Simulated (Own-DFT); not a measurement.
# Which defects push the lattice out? zincblende GaAs

Calculated, not measured: single-point runs of Own-DFT, a retired in-house plane-wave DFT program that no person has reviewed, on unrelaxed cells, without spin or spin-orbit coupling.

Method: PBE; PseudoDojo norm-conserving scalar-relativistic files; cutoff 42 hartree; 3 x 3 x 3 k mesh centred on Gamma; Fermi-Dirac smearing of 0.1 eV.

Limits (not all hold for every row): not probed for a lower state with spin; forces not confirmed at this smearing and k mesh; stress not checked against mesh or cutoff.

All runs share one cell, with vectors in Å (10.862, 0.000, 0.000); (0.000, 10.862, 0.000); (0.000, 0.000, 11.796) and a volume of 1391.7 Å³, strained against the parent crystal. The atoms are randomly displaced, by u rms on each axis. The defect's site can differ from row to row.

```
                             cell     formula   u (Å)  P (GPa)
                        no defect    As32Ga32  0.0295     6.67
                        no defect    As32Ga32  0.0464     6.86
                        no defect    As32Ga32  0.0488     7.01
              one In on a Ga site  As32Ga31In  0.0266     7.38
              one In on a Ga site  As32Ga31In  0.0276     7.45
              one In on a Ga site  As32Ga31In  0.0277     7.37
one As vacancy and one Ga vacancy    As31Ga31  0.0296     5.96
one As vacancy and one Ga vacancy    As31Ga31  0.0306     5.92
one As vacancy and one Ga vacancy    As31Ga31  0.0485     6.38
              one Al on a Ga site  AlAs32Ga31  0.0319     6.72
              one Al on a Ga site  AlAs32Ga31  0.0533     6.98
              one Al on a Ga site  AlAs32Ga31  0.0555     7.26
              one P on an As site   As31Ga32P  0.0275     6.34
              one P on an As site   As31Ga32P  0.0297     6.39
              one P on an As site   As31Ga32P  0.0481        ?
              one P on an As site   As31Ga32P  0.0484     6.79
```

## Working it out

P = P0 + c u² + a shift for each defect gives P0 = 6.40 GPa, c = 246 ± 29 GPa/Å² and a scatter of 0.07 GPa. The shifts, and each times the cell's volume:

- one In on a Ga site: 0.82 ± 0.07 GPa, 7.1 eV
- one Al on a Ga site: 0.01 ± 0.06 GPa, 0.1 eV (not resolved)
- one P on an As site: -0.23 ± 0.06 GPa, -2.0 eV
- one As vacancy and one Ga vacancy: -0.66 ± 0.06 GPa, -5.7 eV

A positive shift means that the defect pushes the cell outwards. Shift times volume (160.2 GPa Å³ is 1 eV) depends little on the cell's size, so, taken for each site, it can be compared between cells at like pressure. The atoms around the defects weren't relaxed, which would change these numbers.

## Withheld run

Asked: what pressure belongs in the blank (one P on an As site, u = 0.0481 Å)?

Estimate: 6.75 ± 0.09 GPa. The hidden result is 6.80 GPa.
